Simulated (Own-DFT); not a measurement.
Simulation results for SiC (4H silicon carbide, atoms displaced)

All values are calculated (Own-DFT development build). A calculation, not a measurement: plane-wave PBE density functional theory by an unreviewed code, no spin, of a simulated periodic cell, stress positive in tension, free energy of the whole cell less one offset for each atom, forces on such cells passed a denser k mesh, this cell's mesh not checked; offsets are fitted by least squares, one for each functional and potential file, so energies compare only between cells with the same atoms and settings and are not formation energies; the far tail of each file's local potential was reset to the Coulomb form; each entry is a single point on an unrelaxed cell, so the pressure reflects the starting lattice, mostly measured values (interpolated for alloys), from which strain is counted, and rises with the displacements; printed positions are rounded, which can move forces by about a meV/angstrom; the program, named Own-DFT, is a retired in-house code; no spin-orbit coupling.

Settings shared by all entries: functional PBE; potential files PseudoDojo norm-conserving, scalar-relativistic, standard set; wave cutoff 42 hartree; occupations Fermi-Dirac; smearing width 0.1 eV; hardware one NVIDIA H100; k mesh 5 x 5 x 3 centred on Gamma.

(1) SiC (4H silicon carbide, atoms displaced)

```
cell vectors (Å)
   6.1654     0.0000     0.0000
  -3.0827     5.3394     0.0000
   0.0000     0.0000    10.0681
atoms (fractions of the cell vectors)
Si  0.98196  0.98065  0.41441
Si  0.16066  0.32618  0.15115
C   0.99525  0.99936  0.09381
C   0.15562  0.33174  0.34351
Si  0.00132  0.50346  0.40627
Si  0.17836  0.85440  0.14908
C   0.01384  0.49075  0.08715
C   0.16553  0.83974  0.33416
Si  0.51834  0.01641  0.40565
Si  0.67072  0.34450  0.15027
C   0.52412  0.00324  0.09421
C   0.68328  0.35502  0.35037
Si  0.50961  0.50345  0.41777
Si  0.66247  0.83307  0.15575
C   0.50279  0.50790  0.09842
C   0.67084  0.84315  0.34106
Si  0.99625  0.00599  0.90915
Si  0.83120  0.65545  0.65501
C   0.99134  0.99981  0.58780
C   0.83942  0.66378  0.84466
Si  0.00010  0.51933  0.90260
Si  0.82933  0.15472  0.65192
C   0.99778  0.50800  0.58571
C   0.83298  0.15299  0.84759
Si  0.48674  0.99994  0.90369
Si  0.34567  0.65498  0.65943
C   0.52061  0.99807  0.59985
C   0.32764  0.67642  0.84320
Si  0.49277  0.50869  0.92410
Si  0.32523  0.16597  0.65915
C   0.51667  0.51319  0.59964
C   0.32325  0.17687  0.84010
```

Results for SiC (4H silicon carbide, atoms displaced): free energy of cell above offsets -1.572 eV; pressure 6.24 GPa; stress xx -8.65 GPa; stress yy -2.23 GPa; stress zz -7.85 GPa; stress yz -0.85 GPa; stress xz -1.51 GPa; stress xy 1.55 GPa; wall time 126.6 s.

Force:
```
element  x (eV/Å)  y (eV/Å)  z (eV/Å)
     Si     1.558     2.417     -4.06
     Si     0.499     0.376     2.532
      C     0.619    -0.249    -0.725
      C     1.688    -0.404     0.647
     Si     1.486     1.338    -1.445
     Si     1.015    -2.212      1.03
      C     -2.92      2.48     0.048
      C     0.788     0.294     2.008
     Si    -1.594    -0.947     0.112
     Si     2.079    -0.407     1.619
      C    -3.962     1.326     -1.19
      C    -1.318    -1.538    -1.648
     Si    -2.052     0.101    -2.816
     Si     1.689     0.237     1.506
      C    -0.136    -1.086     0.773
      C     -0.46    -1.472     0.769
     Si     0.835    -1.156    -0.622
     Si     1.014     1.995      1.39
      C     1.901    -0.789     2.635
      C    -3.225     1.297    -0.126
     Si     2.349    -3.554      0.82
     Si      0.99     2.685     2.141
      C     2.133    -1.046     2.157
      C    -2.407     2.104    -1.637
     Si     1.546     1.347    -0.152
     Si    -3.003     1.915    -0.375
      C     -4.13    -1.059    -1.608
      C     1.104    -0.987     0.583
     Si     0.594    -0.018    -4.844
     Si     1.305    -0.286    -1.324
      C     -0.72    -2.806    -0.512
      C     0.736     0.106     2.315
```

(2) SiC (4H silicon carbide, atoms displaced)

```
cell vectors (Å)
   6.1654     0.0000     0.0000
  -3.0827     5.3394     0.0000
   0.0000     0.0000    10.0681
atoms (fractions of the cell vectors)
Si  0.99563  0.00322  0.40916
Si  0.15701  0.32865  0.14768
C   0.00173  0.01530  0.09827
C   0.17083  0.33318  0.34906
Si  0.00832  0.49790  0.40229
Si  0.17051  0.83833  0.15604
C   0.00150  0.48273  0.07702
C   0.15985  0.83478  0.33978
Si  0.49334  0.99590  0.40088
Si  0.65277  0.32938  0.15909
C   0.49419  0.99324  0.09452
C   0.68886  0.36704  0.33756
Si  0.50351  0.50187  0.40721
Si  0.67367  0.83687  0.15788
C   0.49240  0.50227  0.09460
C   0.67351  0.83380  0.34538
Si  0.00377  0.00167  0.89845
Si  0.83037  0.66427  0.65445
C   0.01862  0.99747  0.60021
C   0.82230  0.65884  0.83674
Si  0.99980  0.49534  0.91726
Si  0.84948  0.16277  0.65955
C   0.00907  0.50790  0.59168
C   0.84822  0.18302  0.84430
Si  0.49033  0.00086  0.89958
Si  0.33601  0.66401  0.65048
C   0.50629  0.01916  0.60321
C   0.33215  0.64556  0.83694
Si  0.51846  0.51907  0.90298
Si  0.32056  0.15054  0.64740
C   0.51064  0.51429  0.59053
C   0.33735  0.16294  0.85053
```

The calculation gives: free energy of cell above offsets -1.366 eV; pressure 6.72 GPa; stress xx -8.78 GPa; stress yy -3.12 GPa; stress zz -8.25 GPa; stress yz -0.37 GPa; stress xz -1.11 GPa; stress xy -0.65 GPa; wall time 124.9 s.

Force:
```
element  x (eV/Å)  y (eV/Å)  z (eV/Å)
     Si     1.072    -0.253    -0.205
     Si     1.268     1.691     2.024
      C     1.017     -3.42    -1.911
      C         0    -0.062     -1.52
     Si    -0.658      1.08     1.025
     Si     -0.76    -0.839    -1.014
      C    -2.436     1.811      8.54
      C     0.804     0.008     0.867
     Si      0.61     1.433     0.933
     Si     0.947     0.362    -2.127
      C     0.418     0.664    -0.263
      C    -0.327    -2.985     1.163
     Si     0.095     0.487    -0.407
     Si    -0.899    -0.312    -0.309
      C     1.159     0.424    -0.477
      C    -1.451     0.406     0.182
     Si    -0.484     -0.01     1.452
     Si     1.362    -0.621    -0.062
      C    -4.366    -1.568    -2.379
      C     2.602     1.618     1.337
     Si     0.138     1.118    -8.429
     Si    -1.751      1.68     -0.24
      C    -0.273    -1.168    -0.517
      C    -0.726    -2.247     -0.16
     Si     2.912     -1.46     0.856
     Si    -0.463     1.087     0.941
      C     2.482    -2.272     -2.61
      C    -1.641     2.272     0.802
     Si    -1.663    -2.907     1.195
     Si       2.9     4.416     3.578
      C    -0.309    -1.834    -0.219
      C    -1.578       1.4    -2.045
```

(3) SiC (4H silicon carbide, atoms displaced)

```
cell vectors (Å)
   6.1654     0.0000     0.0000
  -3.0827     5.3394     0.0000
   0.0000     0.0000    10.0681
atoms (fractions of the cell vectors)
Si  0.99139  0.99657  0.40566
Si  0.17576  0.32240  0.14986
C   0.00927  0.02334  0.09053
C   0.16497  0.33730  0.34247
Si  0.00256  0.51429  0.40551
Si  0.14561  0.82773  0.15257
C   0.99597  0.50487  0.09169
C   0.15703  0.84240  0.33067
Si  0.50887  0.01667  0.40639
Si  0.67899  0.34332  0.16375
C   0.49856  0.99732  0.08242
C   0.66611  0.34154  0.34547
Si  0.48174  0.48500  0.40956
Si  0.66858  0.84549  0.15212
C   0.50466  0.51255  0.08306
C   0.67016  0.84127  0.33471
Si  0.97926  0.99457  0.90248
Si  0.82465  0.64758  0.65095
C   0.98336  0.98741  0.59480
C   0.84620  0.67845  0.84700
Si  0.00624  0.51418  0.88973
Si  0.82788  0.17034  0.65565
C   0.99145  0.49551  0.59377
C   0.83886  0.16837  0.84491
Si  0.51027  0.99352  0.90054
Si  0.34259  0.67343  0.65829
C   0.49558  0.99073  0.59768
C   0.33520  0.65519  0.84458
Si  0.51694  0.50714  0.90275
Si  0.32130  0.15153  0.64721
C   0.49109  0.48037  0.58872
C   0.35289  0.18079  0.85184
```

It finds free energy of cell above offsets -2.181 eV; pressure 5.36 GPa; stress xx -4.16 GPa; stress yy -6.33 GPa; stress zz -5.58 GPa; stress yz -0.41 GPa; stress xz -0.23 GPa; stress xy 0.98 GPa; wall time 118.3 s.

Force:
```
element  x (eV/Å)  y (eV/Å)  z (eV/Å)
     Si    -0.302     0.609    -0.647
     Si     -1.48     4.742     0.882
      C    -0.605    -4.317    -1.157
      C    -0.553    -0.603     0.089
     Si     0.444    -0.432     -0.96
     Si     2.098     1.163     -2.05
      C     1.143    -0.662    -0.757
      C     1.336     0.041     3.468
     Si    -0.097    -2.165    -1.186
     Si    -1.324    -1.035    -3.376
      C    -0.666      0.67     2.397
      C     0.231       0.1     0.777
     Si     0.546     2.295    -2.054
     Si    -0.275    -0.514    -0.651
      C     1.072    -0.334     2.499
      C    -1.037    -0.827     2.236
     Si     3.932     2.587     1.211
     Si    -1.388     1.707     1.032
      C     0.294     0.058    -0.718
      C    -1.045    -0.873    -2.633
     Si     0.767    -1.833     3.905
     Si     1.031    -1.122     0.403
      C     1.683     0.568    -0.397
      C    -1.115     0.968    -1.907
     Si    -2.136     0.989     0.818
     Si    -0.141    -2.461    -0.276
      C    -0.145     1.029    -1.669
      C      0.31     1.501    -1.385
     Si    -0.626    -1.141     0.576
     Si    -0.336     0.419      2.93
      C    -0.567     1.237      1.21
      C    -1.046    -2.363    -2.612
```

(4) SiC (4H silicon carbide, atoms displaced)

```
cell vectors (Å)
   6.1654     0.0000     0.0000
  -3.0827     5.3394     0.0000
   0.0000     0.0000    10.0681
atoms (fractions of the cell vectors)
Si  0.98596  0.01208  0.40550
Si  0.16036  0.33434  0.16254
C   0.98516  0.98200  0.09667
C   0.16770  0.34504  0.34817
Si  0.00980  0.50382  0.41636
Si  0.17152  0.85120  0.15401
C   0.98834  0.49380  0.09284
C   0.16863  0.81354  0.35058
Si  0.48475  0.98530  0.40121
Si  0.66388  0.32743  0.15494
C   0.49234  0.00258  0.09464
C   0.67228  0.33159  0.34310
Si  0.50908  0.49772  0.40646
Si  0.66594  0.82341  0.16559
C   0.48882  0.48970  0.09423
C   0.64713  0.81783  0.33657
Si  0.00096  0.01068  0.91127
Si  0.82380  0.66073  0.65391
C   0.99675  0.00099  0.60459
C   0.83314  0.66178  0.84478
Si  0.01784  0.50405  0.89385
Si  0.82698  0.16822  0.65748
C   0.99538  0.48170  0.58853
C   0.81756  0.16167  0.84809
Si  0.48669  0.98944  0.91117
Si  0.34151  0.67215  0.66003
C   0.48504  0.99865  0.59906
C   0.32775  0.66509  0.85246
Si  0.49180  0.47754  0.90603
Si  0.32662  0.16129  0.64832
C   0.49134  0.48552  0.58564
C   0.33913  0.17167  0.83203
```

The calculation gives: free energy of cell above offsets -2.147 eV; pressure 5.65 GPa; stress xx -4.95 GPa; stress yy -5.09 GPa; stress zz -6.92 GPa; stress yz 0.98 GPa; stress xz 1.01 GPa; stress xy -1.43 GPa; wall time 121.8 s.

Force:
```
element  x (eV/Å)  y (eV/Å)  z (eV/Å)
     Si     1.829    -1.369     0.806
     Si    -0.578    -0.004    -1.148
      C    -0.259     2.426     0.231
      C      1.16    -1.369    -0.283
     Si    -1.338    -1.364    -2.854
     Si     0.459    -3.711     1.371
      C     1.287     1.125    -0.606
      C    -3.296     2.544    -1.714
     Si     1.014     1.919     1.435
     Si     -0.13         1     0.168
      C     1.275    -0.671     0.248
      C     -0.08    -0.633     0.556
     Si    -0.745    -0.948    -1.179
     Si     -1.48    -0.433    -4.347
      C     0.189     0.063     0.271
      C     1.164     1.315     3.704
     Si    -0.019    -1.493     -1.66
     Si     0.816    -0.224     0.699
      C    -1.307    -0.873     -2.58
      C    -0.359     0.546    -0.316
     Si    -4.608    -2.101      3.36
     Si    -0.148    -1.305     0.922
      C    -0.412     2.193     3.376
      C      1.18     0.308    -0.592
     Si     0.281     1.601    -0.657
     Si     -0.69    -1.281    -0.427
      C     2.341     -0.72    -1.866
      C     3.405     0.337    -2.366
     Si     0.431     2.549     0.536
     Si    -0.496     0.455     1.101
      C    -0.022     1.863     1.699
      C    -0.864    -1.746     2.112
```

(5) SiC (4H silicon carbide, atoms displaced)

```
cell vectors (Å)
   6.1654     0.0000     0.0000
  -3.0827     5.3394     0.0000
   0.0000     0.0000    10.0681
atoms (fractions of the cell vectors)
Si  0.98228  0.00388  0.40417
Si  0.16142  0.33552  0.15401
C   0.99346  0.99539  0.09044
C   0.17081  0.33837  0.33935
Si  0.01081  0.50612  0.41067
Si  0.16428  0.81741  0.15556
C   0.99024  0.48756  0.08459
C   0.18763  0.83414  0.34263
Si  0.48714  0.98764  0.41916
Si  0.67262  0.34495  0.16546
C   0.49006  0.99991  0.10302
C   0.67416  0.32240  0.33440
Si  0.50073  0.49479  0.41464
Si  0.67909  0.85056  0.16405
C   0.51016  0.49477  0.09430
C   0.66706  0.83264  0.32982
Si  0.01880  0.01191  0.90796
Si  0.82836  0.66032  0.65435
C   0.00328  0.99491  0.59090
C   0.80450  0.63884  0.83830
Si  0.00767  0.50307  0.91394
Si  0.82748  0.15344  0.66183
C   0.98811  0.49459  0.60186
C   0.84886  0.17470  0.84272
Si  0.51735  0.00350  0.90269
Si  0.32623  0.65944  0.65453
C   0.49736  0.99258  0.60373
C   0.35097  0.68656  0.83940
Si  0.50900  0.48453  0.91111
Si  0.33577  0.17759  0.64670
C   0.50432  0.51777  0.58928
C   0.32832  0.14989  0.84013
```

It finds free energy of cell above offsets -1.079 eV; pressure 6.14 GPa; stress xx -4.14 GPa; stress yy -1.59 GPa; stress zz -12.69 GPa; stress yz 0.51 GPa; stress xz 0.39 GPa; stress xy -1.61 GPa; wall time 121.1 s.

Force:
```
element  x (eV/Å)  y (eV/Å)  z (eV/Å)
     Si     2.353    -0.294    -0.678
     Si     1.969    -0.418    -0.447
      C     1.242     0.522     1.073
      C     0.009    -0.364     1.533
     Si      -0.9    -0.734    -0.648
     Si    -0.626     1.377    -0.025
      C     0.282     0.838     3.826
      C    -3.447    -0.868     0.613
     Si     2.347     1.658    -2.576
     Si    -0.384    -2.116    -3.797
      C     1.744     0.557    -2.121
      C    -0.554     0.918      6.26
     Si     0.549     0.351    -4.802
     Si    -1.398    -1.658    -5.653
      C    -1.915     1.206     0.615
      C    -0.268    -0.803     7.137
     Si    -1.881    -2.499     -0.75
     Si     0.126     0.841      1.18
      C    -1.107     0.344     -0.15
      C     3.478       2.8     0.505
     Si    -0.237     0.703     -4.91
     Si     0.645     1.069    -0.611
      C     1.312    -0.798    -1.829
      C     0.335    -0.252     1.051
     Si    -0.819     0.189     1.679
     Si    -0.942      0.49     1.721
      C    -0.438     0.752     -1.66
      C    -0.004    -3.083     1.267
     Si    -2.963      0.19    -0.382
     Si     0.275    -1.031     2.033
      C     0.302    -1.632     1.009
      C     0.915     1.745     -0.46
```

(6) SiC (4H silicon carbide, atoms displaced)

```
cell vectors (Å)
   6.1654     0.0000     0.0000
  -3.0827     5.3394     0.0000
   0.0000     0.0000    10.0681
atoms (fractions of the cell vectors)
Si  0.99427  0.99554  0.40030
Si  0.17415  0.30775  0.15683
C   0.98930  0.99933  0.09469
C   0.18389  0.34225  0.34101
Si  0.01104  0.49963  0.41313
Si  0.13895  0.82537  0.16781
C   0.00525  0.50944  0.09842
C   0.18811  0.84328  0.34975
Si  0.52128  0.99805  0.40738
Si  0.68941  0.36146  0.15736
C   0.48893  0.00030  0.09655
C   0.69463  0.34738  0.34554
Si  0.48562  0.49983  0.41238
Si  0.67591  0.84051  0.15853
C   0.49764  0.50626  0.09539
C   0.67501  0.83476  0.33964
Si  0.99963  0.99595  0.91188
Si  0.82792  0.68805  0.65674
C   0.99534  0.99921  0.59039
C   0.82469  0.66152  0.84075
Si  0.97644  0.48719  0.90325
Si  0.82495  0.14968  0.65948
C   0.98313  0.48571  0.58137
C   0.83835  0.16627  0.84228
Si  0.49454  0.99897  0.90117
Si  0.33261  0.66740  0.66024
C   0.49736  0.99313  0.59177
C   0.33811  0.68137  0.84678
Si  0.52950  0.50813  0.90199
Si  0.33846  0.16331  0.66096
C   0.49068  0.47914  0.59931
C   0.32537  0.15305  0.84640
```

It finds free energy of cell above offsets -1.161 eV; pressure 5.95 GPa; stress xx -4.94 GPa; stress yy -4.96 GPa; stress zz -7.97 GPa; stress yz -0.09 GPa; stress xz 0.35 GPa; stress xy -2.67 GPa; wall time 120.6 s.

Force:
```
element  x (eV/Å)  y (eV/Å)  z (eV/Å)
     Si     2.213     0.919     1.437
     Si    -1.836     4.342     0.119
      C     1.157    -1.025    -0.244
      C    -1.695    -2.084      0.22
     Si    -0.318      0.94    -3.712
     Si     3.956     1.053    -1.463
      C     0.962    -1.171    -1.723
      C    -1.424    -0.692     0.264
     Si    -1.869     2.174    -0.934
     Si    -1.466    -3.434     0.633
      C     0.529     0.866     -0.19
      C    -2.111    -0.873     0.193
     Si     4.142    -0.058    -0.459
     Si    -3.977    -0.752    -1.154
      C      1.76     0.054    -1.008
      C    -0.083    -1.002      1.33
     Si    -0.276     0.271    -1.055
     Si      1.73    -3.444    -1.488
      C     0.577      0.81     0.131
      C     2.735     2.323    -0.558
     Si     3.025     1.904      1.36
     Si    -0.297     2.148    -1.518
      C     0.631     0.968     6.057
      C    -0.493     -0.89     0.671
     Si     0.883     0.182     2.982
     Si    -0.943    -1.521    -0.603
      C     0.393    -0.193     0.726
      C     0.209    -2.952    -0.725
     Si    -6.212    -2.208     2.232
     Si    -0.904    -1.382    -0.779
      C    -0.808     2.888    -0.399
      C    -0.188      1.84    -0.344
```
